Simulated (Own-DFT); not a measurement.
# What a defect does to the pressure of its cell: 2H SiC

The numbers are computed, not measured, by runs of the plane-wave DFT program Own-DFT (in-house, retired, unreviewed) at fixed positions, with no spin and no spin-orbit coupling.

Settings: PBE; PseudoDojo norm-conserving scalar-relativistic files; cutoff 42 hartree; 4 x 4 x 3 k mesh centred on Gamma; Fermi-Dirac smearing of 0.1 eV.

Caveats (not all hold for every row): a neutral cation vacancy leaves holes that likely carry spin, which these runs leave out; not probed for a lower state with spin; forces on such cells moved up to 12 meV/angstrom on a denser k mesh; forces on such cells passed a denser k mesh, each cell not checked; stress not checked against mesh or cutoff.

All runs share one cell, with vectors in Å (9.248, 0.000, 0.000); (-4.624, 8.009, 0.000); (0.000, 0.000, 10.068) and a volume of 745.7 Å³. Atoms were moved at random from their sites; u is the rms move along one axis. The defect's site can differ from row to row.

| cell | formula | u (Å) | P (GPa) |
|---|---|---|---|
| no defect | C36Si36 | 0.0275 | 3.72 |
| no defect | C36Si36 | 0.0560 | 5.71 |
| no defect | C36Si36 | 0.0573 | 6.08 |
| one Si vacancy | C36Si35 | 0.0501 | 4.71 |
| one Si vacancy | C36Si35 | 0.0502 | 4.27 |
| one Si vacancy | C36Si35 | 0.0509 | 4.84 |
| one C on a Si site and one Si on a C site | C36Si36 | 0.0280 | 7.55 |
| one C on a Si site and one Si on a C site | C36Si36 | 0.0284 | 7.24 |
| one C on a Si site and one Si on a C site | C36Si36 | 0.0535 | 8.99 |
| two Al on a Si site each | Al2C36Si34 | 0.0311 | 5.88 |
| two Al on a Si site each | Al2C36Si34 | 0.0325 | 6.00 |
| two Al on a Si site each | Al2C36Si34 | 0.0529 | 7.54 |
| one Al on a Si site and one N on a C site | AlC35NSi35 | 0.0279 | 4.01 |
| one Al on a Si site and one N on a C site | AlC35NSi35 | 0.0299 | ? |
| one Al on a Si site and one N on a C site | AlC35NSi35 | 0.0479 | 4.97 |
| one Al on a Si site and one N on a C site | AlC35NSi35 | 0.0539 | 5.77 |

## Analysis

P = P0 + c u² + a shift for each defect gives P0 = 3.15 GPa, c = 841 ± 57 GPa/Å² and a scatter of 0.19 GPa. The shifts, and each times the cell's volume:

- one C on a Si site and one Si on a C site: 3.52 ± 0.16 GPa, 16.4 eV
- two Al on a Si site each: 1.97 ± 0.16 GPa, 9.2 eV (4.6 eV for each of its 2 sites)
- one Al on a Si site and one N on a C site: 0.09 ± 0.16 GPa, 0.4 eV (not resolved)
- one Si vacancy: -0.68 ± 0.16 GPa, -3.2 eV

A positive shift means that the defect pushes the cell outwards. Shift times volume (160.2 GPa Å³ is 1 eV) depends little on the cell's size, so, taken for each site, it can be compared between cells at like pressure. The atoms around the defects weren't relaxed, which would change these numbers.

## Test on the hidden row

Asked: what pressure belongs in the blank (one Al on a Si site and one N on a C site, u = 0.0299 Å)?

Estimate: 3.99 ± 0.23 GPa. DFT gave 4.13 GPa.
